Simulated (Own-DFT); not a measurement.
# Short bonds, stiff crystals?

No measurement is shown. These are fixed-geometry runs of a retired plane-wave code named Own-DFT, which no person has reviewed; spin and spin-orbit coupling are neglected.

Keep in mind (not all hold for every row): forces on such cells moved up to 12 meV/angstrom on a denser k mesh; forces not confirmed at this smearing and k mesh; k mesh not checked against a denser one; forces on such cells passed a denser k mesh, each cell not checked; stress not checked against mesh or cutoff.

All runs are PBE with PseudoDojo norm-conserving files; cutoff and k mesh are each material's own. Every cell starts from measured lattice constants and was given uniform random strains and small random moves of its atoms. Each triple is the change of volume in per cent, the rms move u in Å and the pressure in GPa.

- 3C SiC (C32Si32), 10.36 Å³/atom unstrained: (-1.63, 0.054, 9.84); (-1.53, 0.049, 8.94); (-0.95, 0.051, 7.83); (1.17, 0.047, 2.85); (1.96, 0.055, 1.61); (2.28, 0.049, 0.61); (3.09, 0.053, 0.05)
- wurtzite AlN (Al36N36), 10.45 Å³/atom unstrained: (-2.69, 0.051, 11.57); (-1.84, 0.052, 10.61); (0.09, 0.049, 5.58); (1.20, 0.052, 3.38); (1.83, 0.053, 2.68); (1.92, 0.049, 2.14); (3.58, 0.051, -1.25)
- wurtzite GaN (Ga48N48), 11.42 Å³/atom unstrained: withheld
- diamond silicon (Si64), 20.02 Å³/atom unstrained: (-3.42, 0.054, 6.39); (-1.10, 0.051, 3.90); (-0.63, 0.049, 3.12); (1.03, 0.047, 1.49); (1.62, 0.056, 1.34); (1.67, 0.054, 1.22); (1.72, 0.050, 0.85)
- zincblende GaAs (As32Ga32), 22.58 Å³/atom unstrained: (-3.20, 0.049, 6.56); (-2.37, 0.051, 6.43); (-1.64, 0.050, 5.35); (-0.37, 0.048, 4.28); (1.01, 0.049, 3.33); (1.66, 0.051, 2.89); (1.81, 0.049, 2.66)
- grey tin (Sn64), 34.15 Å³/atom unstrained: (-1.17, 0.048, 4.26); (-0.70, 0.052, 4.11); (-0.34, 0.050, 3.87); (-0.25, 0.052, 3.94); (0.76, 0.048, 3.39); (1.33, 0.051, 2.94); (1.34, 0.053, 3.09)

## Analysis

Fit a line to each set against the fractional change of volume; B is minus its slope, and u is nearly the same within a set. To take it to zero pressure, assume that B rises by 4 GPa for each GPa: B0 = B - 4 x (mean pressure). The bond length of an ideal tetrahedral crystal with the unstrained volume v is d = (√3/4)(8 v)^(1/3). Cohen's empirical rule reads B0 = (1971 - 220 L) d^(-3.5) GPa, with L = 0 for group IV crystals and SiC and 1 for III-V compounds.

```
                  material  L  d (Å)   B (GPa)  mean P (GPa)  B0 (GPa)  rule (GPa)
          3C SiC (C32Si32)  0  1.888  212 ± 11           4.5  194 ± 11         213
    wurtzite AlN (Al36N36)  1  1.893   210 ± 7           5.0   190 ± 7         188
    wurtzite GaN (Ga48N48)  1  1.950         ?             ?         ?         169
    diamond silicon (Si64)  0  2.352   103 ± 5           2.6    92 ± 5          99
zincblende GaAs (As32Ga32)  1  2.448    81 ± 4           4.5    63 ± 4          76
           grey tin (Sn64)  0  2.810    51 ± 3           3.7    36 ± 3          53
```

A line through ln[B0/(1971 - 220 L)] against ln d has a slope of -4.2 ± 0.3 and a scatter of 9 %. Against the rule, B0 stands at 91 % for 3C SiC, 101 % for wurtzite AlN, 93 % for diamond silicon, 82 % for zincblende GaAs, 69 % for grey tin. PBE tends to make silicon and heavier crystals too soft, and the rule itself is only a guide.

## Test on the hidden row

Q: what B0 does the fitted trend give for wurtzite GaN (Ga48N48)?

The straight line predicts 163 GPa. Its own runs give B = 197 ± 5 GPa at a mean pressure of 9.0 GPa, so B0 = 161 GPa.
